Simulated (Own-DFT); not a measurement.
## Calculated data, Al3GaN4 (wurtzite random alloy, strained, atoms displaced)

All values are calculated (Own-DFT development build). A calculation, not a measurement: plane-wave PBE density functional theory by an unreviewed code, no spin, of a simulated periodic cell, stress positive in tension, free energy of the whole cell less one offset for each atom, forces on such cells passed a denser k mesh, this cell's mesh not checked; offsets are fitted by least squares, one for each functional and potential file, so energies compare only between cells with the same atoms and settings and are not formation energies; the far tail of each file's local potential was reset to the Coulomb form; each entry is a single point on an unrelaxed cell, so the pressure reflects the starting lattice, mostly measured values, from which strain is counted, and rises with the displacements; printed positions are rounded, which can move forces by about a meV/angstrom; the program is a retired in-house code; no spin-orbit coupling.

Settings shared by all entries: functional PBE; potential files PseudoDojo norm-conserving, scalar-relativistic, standard set with the stringent files for Ga; wave cutoff 96 hartree; occupations Gaussian; smearing width 0.01 eV; k mesh 4 x 4 x 3 centred on Gamma.

(1) Al3GaN4 (wurtzite random alloy, strained, atoms displaced)

```
Al3GaN4
1.0
      9.4642     0.0000     0.0000
     -4.7321     8.1962     0.0000
      0.0000     0.0000    10.0655
Ga Al N Al N Al Ga N Al N Al N Ga Al N Ga N Al N Al N Al N Ga Al N Al N Al N Al N Al Ga N Al N Al N Ga N
1 1 2 2 2 1 1 2 2 2 2 2 1 1 2 2 2 2 2 2 2 2 2 1 1 2 2 2 2 2 2 2 1 1 2 2 2 2 2 2 2
Direct
  0.11085 0.23086 0.00359
  0.22465 0.11210 0.25585
  0.10484 0.21658 0.19250
  0.21146 0.11105 0.43659
  0.11250 0.22086 0.49969
  0.22418 0.10740 0.75939
  0.11441 0.22691 0.68536
  0.22333 0.11579 0.94082
  0.10509 0.54890 0.99055
  0.23556 0.44578 0.24729
  0.12173 0.56149 0.18278
  0.22656 0.43894 0.42965
  0.11434 0.56005 0.50444
  0.23023 0.45298 0.74275
  0.10837 0.55909 0.68299
  0.23186 0.45304 0.94246
  0.10462 0.88679 0.99446
  0.21935 0.77584 0.24618
  0.10804 0.88623 0.19270
  0.21983 0.77490 0.44177
  0.11023 0.89310 0.49859
  0.20747 0.77106 0.74516
  0.10942 0.88586 0.69614
  0.21564 0.77277 0.94136
  0.44860 0.21997 0.99951
  0.55175 0.11442 0.25250
  0.45247 0.22345 0.18955
  0.55758 0.11112 0.44531
  0.45071 0.22621 0.49984
  0.54980 0.11988 0.75443
  0.43717 0.20945 0.69462
  0.54700 0.11571 0.94068
  0.44564 0.55467 0.99808
  0.55823 0.44765 0.25614
  0.44131 0.55171 0.19077
  0.55817 0.44102 0.43389
  0.44570 0.55274 0.50675
  0.56605 0.45344 0.74619
  0.43577 0.55229 0.69464
  0.55451 0.44396 0.93807
  0.45408 0.89537 0.99960
  0.55559 0.76938 0.25380
  0.45068 0.89061 0.18731
  0.55704 0.78762 0.43867
  0.43693 0.89302 0.50015
  0.56071 0.77840 0.75518
  0.43890 0.88125 0.68212
  0.54611 0.77399 0.93830
  0.77953 0.22282 0.99711
  0.88950 0.10724 0.25713
  0.77626 0.22917 0.19004
  0.89498 0.11921 0.44448
  0.77071 0.22009 0.49226
  0.88887 0.11455 0.74998
  0.78590 0.23074 0.69384
  0.89143 0.11141 0.93594
  0.78429 0.55221 0.00283
  0.90012 0.44676 0.24970
  0.78158 0.56329 0.18748
  0.88521 0.44225 0.44312
  0.77630 0.56515 0.50243
  0.88607 0.43936 0.75305
  0.77650 0.54653 0.67891
  0.88395 0.43347 0.94506
  0.78282 0.89788 0.99401
  0.89527 0.78511 0.24892
  0.76361 0.87306 0.19517
  0.88664 0.77968 0.43916
  0.77326 0.88848 0.50051
  0.89406 0.77497 0.74838
  0.78087 0.89423 0.68388
  0.90194 0.78416 0.94297
```

- free energy of cell above offsets: -22.841 eV
- pressure: 3.38 GPa
- stress xx: -2.5 GPa
- stress yy: -1.17 GPa
- stress zz: -6.47 GPa
- stress yz: 0.41 GPa
- stress xz: 0.43 GPa
- stress xy: -0.56 GPa

Force:
```
element  x (eV/Å)  y (eV/Å)  z (eV/Å)
     Ga     1.018    -0.384    -0.388
     Al    -0.124    -0.279    -2.015
      N     0.634    -0.461     0.447
      N     2.324     0.821     0.735
     Al    -0.871     0.946     0.111
     Al    -1.285     0.659    -1.362
      N     0.278    -0.303     1.212
      N    -0.265    -1.132     0.506
     Al      1.06     1.309     1.363
     Ga    -2.915    -0.917     -0.38
      N     -0.26    -0.321    -0.149
      N    -0.373     0.915     3.653
     Al    -0.231     -1.41    -2.286
     Al    -2.152    -1.897     1.411
      N     0.248    -1.024     2.129
      N    -1.147    -0.271     -1.48
     Al     2.869     1.506     1.635
     Al     0.739     0.349    -0.125
      N     0.625     1.127    -0.537
      N     0.105     0.317     -0.97
     Ga     0.158    -0.627     0.322
     Al     2.568     0.835     1.113
      N     0.393     1.456    -0.859
      N    -0.451     0.177    -1.044
     Ga    -2.704     1.449     0.906
     Ga     1.806    -1.015    -0.097
      N    -2.889     1.135     1.086
      N    -1.469    -0.078      0.08
     Al    -0.826    -0.931     0.449
     Al     2.663     -2.08    -0.784
      N    -1.006     2.578     -1.56
      N     4.026    -0.795    -1.333
     Al     0.364     0.216     0.585
     Al     0.655     0.002    -2.621
      N     3.021     1.203    -1.186
      N    -0.674     0.731      2.64
     Al    -0.791     0.619    -1.589
     Al    -1.317    -1.691     0.916
      N     3.236     1.369    -1.045
      N     1.014     1.432    -0.553
     Ga    -1.944    -0.813     0.023
     Al    -1.578     0.516     -0.36
      N    -0.515    -0.902     1.557
      N     -0.93    -2.032     0.415
     Al     1.246    -0.712    -0.192
     Al    -1.386     0.504    -1.693
      N    -0.115     0.752     2.119
      N     2.763     0.238    -0.117
     Al    -0.614    -1.359     1.019
     Al    -1.119    -0.048    -0.705
      N     1.646    -1.719    -0.704
      N    -0.722    -0.281    -0.601
     Al     1.678     1.042     1.491
     Al     0.691     0.338    -1.235
      N    -1.259    -1.694    -0.442
      N    -1.302     0.007     0.236
     Al    -1.349     0.584     0.108
     Ga    -0.723     0.782     0.281
      N    -0.275    -0.335     0.598
      N     0.145     0.924     0.459
     Al     1.523    -1.154    -2.525
     Al     0.423     0.637      -0.8
      N    -0.257     0.468     2.432
      N    -0.086     1.557    -1.527
     Al    -0.021    -1.889     1.341
     Al    -0.731    -1.222    -0.024
      N     1.527     2.476    -1.406
      N     0.134    -0.565    -0.236
     Ga     0.178       0.9    -1.064
     Ga     -1.59     0.002     0.263
      N    -0.286    -0.616     2.908
      N    -3.205    -1.922    -0.558
```

(2) Al3GaN4 (wurtzite random alloy, strained, atoms displaced)

```
Al3GaN4
1.0
      9.4642     0.0000     0.0000
     -4.7321     8.1962     0.0000
      0.0000     0.0000    10.0655
Al Ga N Al N Al N Ga Al N Ga Al N Ga Al N Al N Al N Al N Al N Al N Ga Al N Ga N Al N Al N Ga N Al N Al N
1 1 2 2 2 2 2 1 1 2 1 1 2 1 1 2 2 2 2 2 2 2 2 2 2 2 1 1 2 2 2 2 2 2 2 2 2 2 2 2 2
Direct
  0.11330 0.22432 0.99761
  0.21736 0.11446 0.24668
  0.11389 0.21816 0.18816
  0.22425 0.11860 0.43536
  0.11261 0.21967 0.50175
  0.21969 0.11613 0.75472
  0.10027 0.21987 0.69167
  0.21027 0.10117 0.93764
  0.09922 0.54885 0.00452
  0.21595 0.44380 0.24318
  0.11616 0.56324 0.18503
  0.22597 0.44040 0.44121
  0.10812 0.55625 0.50316
  0.21722 0.43507 0.74809
  0.11199 0.55407 0.68376
  0.21694 0.44505 0.94235
  0.10675 0.89012 0.00551
  0.22518 0.77835 0.24840
  0.10274 0.87272 0.18473
  0.24261 0.78513 0.43665
  0.10809 0.88053 0.49578
  0.20381 0.76387 0.75359
  0.12355 0.89478 0.68779
  0.22018 0.77216 0.94194
  0.44497 0.21860 0.00428
  0.54999 0.11775 0.25769
  0.45218 0.22514 0.18381
  0.54912 0.10434 0.43925
  0.44185 0.22251 0.50013
  0.55671 0.11178 0.75257
  0.44517 0.21795 0.68778
  0.56703 0.11877 0.93363
  0.44930 0.56839 0.99511
  0.56680 0.44744 0.26320
  0.43576 0.55389 0.18915
  0.56561 0.45333 0.44794
  0.44044 0.55714 0.50438
  0.55349 0.44343 0.74355
  0.44688 0.54814 0.68440
  0.54663 0.45219 0.93679
  0.44922 0.89297 0.00405
  0.55605 0.78586 0.25040
  0.45482 0.88834 0.18516
  0.54204 0.77564 0.44330
  0.43780 0.89095 0.50876
  0.55767 0.78837 0.74059
  0.44056 0.88057 0.68477
  0.55930 0.77659 0.94656
  0.77920 0.22068 0.99700
  0.88895 0.11615 0.25143
  0.78285 0.22931 0.18186
  0.89290 0.11518 0.44326
  0.78352 0.22243 0.50064
  0.88850 0.09613 0.74470
  0.77989 0.21623 0.68936
  0.89748 0.11110 0.93390
  0.77258 0.55695 0.00005
  0.88116 0.44163 0.25569
  0.78211 0.55701 0.18757
  0.89266 0.43875 0.43472
  0.77245 0.54788 0.50601
  0.88843 0.43867 0.75483
  0.77955 0.56516 0.69358
  0.89964 0.44466 0.93875
  0.78971 0.89649 0.00518
  0.89201 0.77065 0.24763
  0.78430 0.89140 0.19355
  0.88847 0.78356 0.44430
  0.77820 0.89788 0.49592
  0.88510 0.77852 0.74868
  0.77739 0.89507 0.69708
  0.89234 0.77885 0.93851
```

* free energy of cell above offsets: -22.276 eV
* pressure: 3.69 GPa
* stress xx: -1.37 GPa
* stress yy: -1.39 GPa
* stress zz: -8.29 GPa
* stress yz: -0.15 GPa
* stress xz: -1.88 GPa
* stress xy: -0.25 GPa

Force:
```
element  x (eV/Å)  y (eV/Å)  z (eV/Å)
     Al    -0.115      0.16    -0.035
     Ga     1.904    -1.261     0.232
      N    -2.047     1.733    -1.124
      N     0.532     -0.41     1.075
     Al    -0.252     0.832    -0.252
     Al      0.87    -0.839    -1.189
      N     1.975    -0.214    -0.637
      N     1.253     2.514     0.592
     Al     2.373     1.651    -0.526
     Al     0.982     0.327     0.795
      N    -0.937    -1.305     1.759
      N    -0.642    -0.395    -0.562
     Ga     1.625     0.197    -1.963
     Al     0.039     1.452     0.549
      N     0.186    -0.295     2.235
      N     0.592    -0.002    -0.718
     Ga     1.247     -1.13    -1.993
     Al     0.936     0.037    -0.438
      N     0.675     1.311     2.905
      N     -4.34    -2.199    -1.776
     Ga     0.816     1.263     0.335
     Al     1.596     1.488     0.275
      N    -1.737     -0.46     0.844
      N     0.433     0.322    -0.174
     Al    -0.564     0.967    -2.189
     Al     1.819    -1.409    -1.616
      N    -0.465     0.455     1.691
      N      0.42     2.757     0.307
     Al     0.315    -0.189     0.049
     Al     0.134    -0.703    -1.481
      N    -0.594     0.552     0.465
      N     -2.27    -1.344     0.937
     Al     -0.94    -1.997     1.311
     Al    -2.075       0.4    -2.279
      N     1.649     0.467     0.526
      N    -2.241    -2.124     -1.05
     Al     0.202     0.163    -1.459
     Al     0.404    -0.159     1.111
      N    -1.535     0.895     1.309
      N     2.046    -1.447    -0.025
     Al     0.036     -0.77    -1.584
     Al     1.194    -1.859     0.311
      N    -2.404     1.778     1.033
      N     2.656     0.414    -0.483
     Ga     2.147     0.752    -1.244
     Al     0.525    -2.037     1.748
      N    -1.097     1.043     3.957
      N    -0.132     2.513    -1.606
     Ga     1.267     0.185    -0.569
     Ga     0.366    -0.261    -0.428
      N     -1.17    -0.186     2.529
      N    -0.119     -0.07     0.373
     Al    -0.976    -0.432     0.289
     Al    -1.376     3.343     1.691
      N    -0.533    -0.463    -0.312
      N    -0.215    -0.463      0.54
     Al      0.23    -0.293     -0.96
     Al     1.525     0.653    -2.222
      N    -0.542    -0.754     0.671
      N    -1.297    -0.207     0.966
     Ga     1.905     1.805     0.064
     Ga    -0.179     0.241    -1.155
      N     0.251    -1.355     0.584
      N    -3.046     0.118     0.801
     Al    -0.879    -0.751    -0.798
     Al    -1.336      0.99     0.923
      N     -0.11     -0.93     0.064
      N    -0.521    -0.876    -1.215
     Al      -0.4    -1.516     0.381
     Al     0.837     0.977     0.289
      N     0.568    -2.778    -2.321
      N     -1.44    -0.874    -0.133
```
